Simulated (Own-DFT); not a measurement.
# Biaxial strain at fixed height in wurtzite AlGaN with randomly placed atoms, 128 atoms (Al48Ga16N64)

Everything here is calculated. The program is Own-DFT (plane waves, in-house, since retired, never reviewed by a person); positions were held fixed, and spin and spin-orbit coupling were off.

Settings: PBE; PseudoDojo norm-conserving scalar-relativistic files (stringent for Ga); cutoff 96 hartree; 3 x 3 x 3 k mesh centred on Gamma; Gaussian smearing of 0.01 eV.

Caveats: k mesh not checked against a denser one; stress not checked against mesh or cutoff.

Unstrained cell vectors in Å: (12.525, 0.000, 0.000); (-6.262, 10.847, 0.000); (0.000, 0.000, 10.066). The unstrained cell has measured lattice constants (interpolated for alloys), not those of this functional. That, the random moves and any unrelaxed bonds set the pressure at no strain. Each run strains x and y alike by e, as a substrate would, and holds the height along z. Each atom got a random Gaussian move of width 0.05 Å along each axis. The random placing of the alloy's atoms differs from row to row. Stress is positive in tension.

| e (%) | u (Å) | (s_xx + s_yy)/2 (GPa) | s_zz (GPa) |
|---|---|---|---|
| -2.50 | 0.051 | -21.07 | -13.05 |
| -2.00 | 0.049 | -18.96 | -9.36 |
| -1.75 | 0.049 | -17.19 | -10.00 |
| -1.25 | 0.050 | -13.52 | -8.44 |
| -0.75 | 0.047 | -9.81 | -8.62 |
| -0.25 | 0.052 | ? | ? |
| 0.25 | 0.047 | -4.57 | -6.15 |
| 0.50 | 0.052 | -2.91 | -7.85 |
| 0.75 | 0.051 | -2.20 | -5.07 |
| 2.75 | 0.050 | 7.51 | -3.17 |

## Fit

With e as a fraction, the in-plane stress is -6.0 + 565 e - 2650 e² GPa (errors 11 and 662, scatter 0.52), and s_zz is -7.2 + 163 e GPa (slope ± 24, scatter 1.11). At e = 0 the first slope is C11 + C12 and the second 2 C13, both with the ions held to the strained lattice and at the cell's own pressure. The term in e² is negative: the layer stiffens under compression and softens under tension. A free layer would change its height as e changes, and the in-plane slope would drop by 2 C13²/C33 to the biaxial modulus. At fixed height, a misfit of 1 % moves the in-plane stress by about 5.6 GPa and s_zz by 1.6 GPa.

## Prediction

The question: what are the two stresses at e = -0.25 %?

From the fit: -7.4 and -7.7 GPa. DFT gave -7.28 and -8.25 GPa.
